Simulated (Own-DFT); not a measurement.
# Strain and stress in wurtzite AlGaN with randomly placed atoms, 72 atoms (Al27Ga9N36)

These are calculations, not measurements. They come from Own-DFT, an in-house plane-wave density functional program, since retired, whose code no person has reviewed. Each row is one single-point run on a periodic cell that was not relaxed, without spin or spin-orbit coupling.

Settings of every run: PBE; PseudoDojo norm-conserving scalar-relativistic files (stringent for Ga); cutoff 96 hartree; 4 x 4 x 3 k mesh centred on Gamma; Gaussian smearing of 0.01 eV.

Known limits: forces on such cells passed a denser k mesh, each cell not checked; stress not checked against mesh or cutoff.

Unstrained cell vectors in Å: (9.394, 0.000, 0.000); (-4.697, 8.135, 0.000); (0.000, 0.000, 10.065). The unstrained cell has measured lattice constants (interpolated for alloys), not those of this functional. That, the random moves and any unrelaxed bonds set the pressure at no strain. Each run strains this cell uniformly, with the atoms carried along. Every atom was also moved at random, by a Gaussian of width 0.05 Å on each axis. The random placing of the alloy's atoms differs from row to row. Strain is the symmetric tensor, in per cent. Stress is positive in tension, and the pressure is minus a third of its trace.

| run | e_xx (%) | e_yy (%) | e_zz (%) | s_xx (GPa) | s_yy (GPa) | s_zz (GPa) | P (GPa) | E (meV/atom) |
|---|---|---|---|---|---|---|---|---|
| 1 | 0.00 | 0.00 | -1.50 | -7.35 | -7.10 | -15.46 | 9.97 | 32.0 |
| 2 | 0.00 | 0.00 | -1.25 | -6.76 | -6.89 | -15.11 | 9.59 | 27.2 |
| 3 | 0.00 | 0.00 | 2.25 | -6.11 | -4.56 | 4.46 | 2.07 | 0.0 |
| 4 | 0.00 | 0.00 | 0.75 | -6.07 | -5.49 | -3.19 | 4.91 | 12.3 |
| 5 | 0.00 | 0.00 | -2.00 | -6.08 | -9.27 | -18.57 | 11.31 | 33.4 |
| 6 | 0.00 | 0.00 | 2.75 | -4.64 | -4.14 | 4.65 | 1.38 | 3.8 |
| 7 | 0.00 | 0.00 | 1.50 | -4.36 | -6.34 | -0.56 | 3.75 | 6.9 |
| 8 | 0.00 | 0.00 | 1.25 | -4.58 | -5.26 | -2.03 | 3.96 | 4.6 |
| 9 | 0.00 | 0.00 | 2.00 | ? | ? | ? | ? | ? |

E is the free energy for each atom above the lowest run shown.

## Worked fit

The change of volume is close to e_xx + e_yy + e_zz. A straight line through the runs shown gives P = 6.86 - 212 x (fractional change of volume) GPa, with an error of 5 on the slope and a scatter of 0.25 GPa. The strain isn't the same on all axes and the cell isn't cubic, so the slope belongs to this path and is not the bulk modulus.

## Withheld run

Question: what pressure should run 9 give? Its volume changes by 2.00 %.

The line gives 2.6 GPa. The calculation gave 2.47 GPa.
